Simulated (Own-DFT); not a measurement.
# Misfit strain and the stress it brings: diamond-structure SiGeSn with randomly placed atoms, 64 atoms (Ge52Si8Sn4)

The numbers are computed, not measured, by runs of the plane-wave DFT program Own-DFT (in-house, retired, unreviewed) at fixed positions, with no spin and no spin-orbit coupling.

Settings: PBE; PseudoDojo norm-conserving scalar-relativistic files; cutoff 49 hartree; 3 x 3 x 3 k mesh centred on Gamma; Fermi-Dirac smearing of 0.1 eV.

Limits: forces on such cells moved up to 12 meV/angstrom on a denser k mesh; stress not checked against mesh or cutoff.

Unstrained cell vectors in Å: (11.363, 0.000, 0.000); (0.000, 11.363, 0.000); (0.000, 0.000, 11.363). The unstrained cell has measured lattice constants (interpolated for alloys), not those of this functional. That, the random moves and any unrelaxed bonds set the pressure at no strain. Each run strains x and y alike by e, as a substrate would, and holds the height along z. Each coordinate of each atom was shifted by a normal deviate of width 0.05 Å. The random placing of the alloy's atoms differs from row to row. Stress is positive in tension.

| e (%) | u (Å) | (s_xx + s_yy)/2 (GPa) | s_zz (GPa) |
|---|---|---|---|
| -3.00 | 0.050 | -10.75 | -8.61 |
| -2.50 | 0.053 | -9.55 | -7.84 |
| -2.25 | 0.050 | -8.83 | -7.31 |
| -1.00 | 0.042 | ? | ? |
| -0.50 | 0.050 | -5.43 | -5.20 |
| -0.25 | 0.050 | -5.09 | -5.05 |
| 1.75 | 0.054 | -1.86 | -2.84 |
| 2.50 | 0.048 | -0.55 | -2.14 |
| 2.75 | 0.051 | -0.30 | -2.06 |
| 3.00 | 0.046 | 0.14 | -1.66 |

## What the rows give

With e as a fraction, the in-plane stress is -4.6 + 178 e - 767 e² GPa (errors 2 and 124, scatter 0.12), and s_zz is -4.7 + 113 e - 523 e² GPa (slope ± 2, scatter 0.10). At e = 0 the first slope is C11 + C12 and the second 2 C12, both with the ions held to the strained lattice and at the cell's own pressure. The term in e² is negative: the layer stiffens under compression and softens under tension. A free layer would change its height as e changes, and the in-plane slope would drop by 2 C12²/C11 to the biaxial modulus. At fixed height, a misfit of 1 % moves the in-plane stress by about 1.8 GPa and s_zz by 1.1 GPa.

## The run left out

Q: what are the two stresses at e = -1.00 %?

From the fit: -6.5 and -5.8 GPa. The run itself gave -6.15 and -5.45 GPa. The miss is larger than the scatter suggests: chance, or a term that the fit lacks.
